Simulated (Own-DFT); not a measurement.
# Stretching a layer in its plane: diamond-structure GeSn with randomly placed atoms, 64 atoms (Ge52Sn12)

Calculated, not measured: single-point runs of Own-DFT, a retired in-house plane-wave DFT program that no person has reviewed, on unrelaxed cells, without spin or spin-orbit coupling.

All runs used: PBE; PseudoDojo norm-conserving scalar-relativistic files; cutoff 49 hartree; 3 x 3 x 3 k mesh centred on Gamma; Fermi-Dirac smearing of 0.1 eV.

Limits: forces on such cells moved up to 12 meV/angstrom on a denser k mesh; stress not checked against mesh or cutoff.

Unstrained cell vectors in Å: (11.628, 0.000, 0.000); (0.000, 11.628, 0.000); (0.000, 0.000, 11.628). The unstrained cell has measured lattice constants (interpolated for alloys), not those of this functional. That, the random moves and any unrelaxed bonds set the pressure at no strain. Each run strains x and y alike by e, as a substrate would, and holds the height along z. Random moves of width 0.05 Å per axis were added to every atom. The random placing of the alloy's atoms differs from row to row. Stress is positive in tension.

```
e (%)  u (Å)  (s_xx + s_yy)/2 (GPa)  s_zz (GPa)
-3.00  0.053                 -11.24       -9.73
-2.75  0.049                 -10.27       -8.73
-2.50  0.051                 -10.24       -8.86
-2.25  0.049                  -9.61       -8.25
-1.25  0.046                  -7.49       -7.02
-0.50  0.049                  -6.40       -6.15
 0.50  0.052                      ?           ?
 1.00  0.052                  -3.92       -4.33
 2.00  0.048                  -2.41       -3.36
 2.75  0.052                  -1.39       -2.63
```

## Working it out

With e as a fraction, the in-plane stress is -5.5 + 167 e - 694 e² GPa (errors 3 and 202, scatter 0.17), and s_zz is -5.5 + 117 e - 523 e² GPa (slope ± 3, scatter 0.20). At e = 0 the first slope is C11 + C12 and the second 2 C12, both with the ions held to the strained lattice and at the cell's own pressure. The term in e² is negative: the layer stiffens under compression and softens under tension. A free layer would change its height as e changes, and the in-plane slope would drop by 2 C12²/C11 to the biaxial modulus. At fixed height, a misfit of 1 % moves the in-plane stress by about 1.7 GPa and s_zz by 1.2 GPa.

## The run left out

Question: what are the two stresses at e = 0.50 %?

The fitted form gives -4.7 and -4.9 GPa. The hidden result is -4.56 and -4.88 GPa.
